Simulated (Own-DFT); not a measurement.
# Which arrangement is lower? C36Si36, 72 atoms

The numbers are computed, not measured, by runs of the plane-wave DFT program Own-DFT (in-house, retired, unreviewed) at fixed positions, with no spin and no spin-orbit coupling.

Method: PBE; PseudoDojo norm-conserving scalar-relativistic files; cutoff 42 hartree; 4 x 4 x 3 k mesh centred on Gamma; Fermi-Dirac smearing of 0.1 eV.

Known weak points: forces on such cells passed a denser k mesh, each cell not checked; stress not checked against mesh or cutoff.

All cells hold the same atoms in the same cell, with vectors in Å (9.248, 0.000, 0.000); (-4.624, 8.009, 0.000); (0.000, 0.000, 10.068). Every atom was moved at random from its ideal site; u is the rms move along one axis. Free energies are per cell, over the lowest run. The arrangements:

- A: 2H SiC
- B: 4H SiC

```
arrangement   u (Å)  E (eV)  P (GPa)
          A  0.0307   0.831     3.87
          A  0.0315   0.928     3.92
          A  0.0322   1.180     3.98
          A  0.0538   6.140     6.03
          A  0.0592   7.964     6.21
          A  0.0617   8.905     6.64
          B  0.0284   0.000     3.54
          B  0.0298   0.423     3.70
          B  0.0306   0.478     3.75
          B  0.0538   6.316     5.77
          B  0.0627   8.574     6.39
          B  0.0638   8.585     6.54
```

The question: which arrangement lies lowest after the energy of the random moves is removed?

## Worked answer

Fit E = a + b u², with one b for all and one a for each arrangement, and with residuals divided by u², since the noise grows with the moves. Then b = 2762 eV/Å², the scatter at u = 0.04 Å is 0.15 eV, and against A:

- B: -0.37 ± 0.07 eV (lower)

The cells share one lattice and weren't relaxed, which can shift such small differences either way.
